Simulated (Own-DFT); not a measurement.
# How strain changes the stress of wurtzite AlGaN with randomly placed atoms, 72 atoms (Al27Ga9N36)

These are calculations, not measurements. They come from Own-DFT, an in-house plane-wave density functional program, since retired, whose code no person has reviewed. Each row is one single-point run on a periodic cell that was not relaxed, without spin or spin-orbit coupling.

Settings of every run: PBE; PseudoDojo norm-conserving scalar-relativistic files (stringent for Ga); cutoff 96 hartree; 4 x 4 x 3 k mesh centred on Gamma; Gaussian smearing of 0.01 eV.

Known limits: forces on such cells passed a denser k mesh, each cell not checked; stress not checked against mesh or cutoff.

Unstrained cell vectors in Å: (9.394, 0.000, 0.000); (-4.697, 8.135, 0.000); (0.000, 0.000, 10.066). The unstrained cell has measured lattice constants (interpolated for alloys), not those of this functional. That, the random moves and any unrelaxed bonds set the pressure at no strain. Each run strains this cell uniformly, with the atoms carried along. Every atom was also moved at random, by a Gaussian of width 0.05 Å on each axis. The random placing of the alloy's atoms differs from row to row. Strain is the symmetric tensor, in per cent. Stress is positive in tension, and the pressure is minus a third of its trace.

```
run  e_xx (%)  e_yy (%)  e_zz (%)  s_xx (GPa)  s_yy (GPa)  s_zz (GPa)  P (GPa)  E (meV/atom)
  1      0.25      0.25      0.00       -4.80       -3.70       -6.97     5.16           0.0
  2     -1.00     -1.00      0.00      -14.12      -11.54       -7.89    11.19          32.9
  3      2.00      2.00      0.00        2.82        4.29       -2.37    -1.58           4.6
  4      2.75      2.75      0.00        7.71        6.60       -2.52    -3.93          13.3
  5     -0.75     -0.75      0.00      -12.93       -9.92       -7.04     9.96          34.4
  6     -1.25     -1.25      0.00      -14.33      -14.02       -8.73    12.36          42.8
  7     -0.50     -0.50      0.00       -9.70       -9.81       -5.62     8.38          13.6
  8      0.75      0.75      0.00       -1.49       -2.06       -7.51     3.69          17.8
  9     -0.25     -0.25      0.00           ?           ?           ?        ?             ?
```

E is the free energy for each atom above the lowest run shown.

## Worked fit

The change of volume is close to e_xx + e_yy + e_zz. A straight line through the runs shown gives P = 6.83 - 203 x (fractional change of volume) GPa, with an error of 6 on the slope and a scatter of 0.48 GPa. The strain isn't the same on all axes and the cell isn't cubic, so the slope belongs to this path and is not the bulk modulus.

## Withheld run

Question: what pressure should run 9 give? Its volume changes by -0.50 %.

The line gives 7.8 GPa. The calculation gave 7.81 GPa.
